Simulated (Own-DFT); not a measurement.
# Which defects push the lattice out? D0_22 TiAl3

Calculated, not measured: single-point runs of Own-DFT, a retired in-house plane-wave DFT program that no person has reviewed, on unrelaxed cells, without spin or spin-orbit coupling.

Settings: PBE; PseudoDojo norm-conserving scalar-relativistic files; cutoff 42 hartree; 4 x 4 x 4 k mesh centred on Gamma; cold (Marzari-Vanderbilt) smearing of 0.2 eV.

Caveats: forces on such cells failed a check on a denser k mesh; stress not checked against mesh or cutoff.

All runs share one cell, with vectors in Å (-2.365, -6.981, 4.326); (-7.667, 3.491, 1.442); (-2.950, -3.488, -7.241) and a volume of 625.4 Å³. Atoms were moved at random from their sites; u is the rms move along one axis. The defect's site can differ from row to row.

| cell | formula | u (Å) | P (GPa) |
|---|---|---|---|
| no defect | Al30Ti10 | 0.0179 | 1.95 |
| no defect | Al30Ti10 | 0.0193 | 1.95 |
| no defect | Al30Ti10 | 0.0439 | 2.47 |
| two Ti on an Al site each | Al28Ti12 | 0.0294 | 3.35 |
| two Ti on an Al site each | Al28Ti12 | 0.0475 | 3.90 |
| two Ti on an Al site each | Al28Ti12 | 0.0491 | 3.84 |
| two Al on a Ti site each | Al32Ti8 | 0.0284 | 2.88 |
| two Al on a Ti site each | Al32Ti8 | 0.0309 | 2.93 |
| two Al on a Ti site each | Al32Ti8 | 0.0453 | ? |
| two Al on a Ti site each | Al32Ti8 | 0.0578 | 3.64 |
| one Ti vacancy | Al30Ti9 | 0.0272 | 1.85 |
| one Ti vacancy | Al30Ti9 | 0.0315 | 1.91 |
| one Ti vacancy | Al30Ti9 | 0.0480 | 2.39 |
| two Al vacancies | Al28Ti10 | 0.0289 | 1.08 |
| two Al vacancies | Al28Ti10 | 0.0305 | 1.14 |
| two Al vacancies | Al28Ti10 | 0.0509 | 1.76 |

## Fit

P = P0 + c u² + a shift for each defect gives P0 = 1.83 GPa, c = 331 ± 13 GPa/Å² and a scatter of 0.04 GPa. The shifts, and each times the cell's volume:

- two Ti on an Al site each: 1.25 ± 0.04 GPa, 4.9 eV (2.4 eV for each of its 2 sites)
- two Al on a Ti site each: 0.75 ± 0.04 GPa, 2.9 eV (1.5 eV for each of its 2 sites)
- one Ti vacancy: -0.23 ± 0.04 GPa, -0.9 eV
- two Al vacancies: -0.99 ± 0.04 GPa, -3.9 eV (-1.9 eV for each of its 2 sites)

Against the defect-free cell, a freed cell would be larger where the shift is positive and smaller where it is negative (160.2 GPa Å³ is 1 eV). The atoms around the defects weren't relaxed, which would change these numbers.

## Check

Asked: what pressure belongs in the blank (two Al on a Ti site each, u = 0.0453 Å)?

The fit gives 3.27 ± 0.05 GPa. The hidden result is 3.28 GPa.
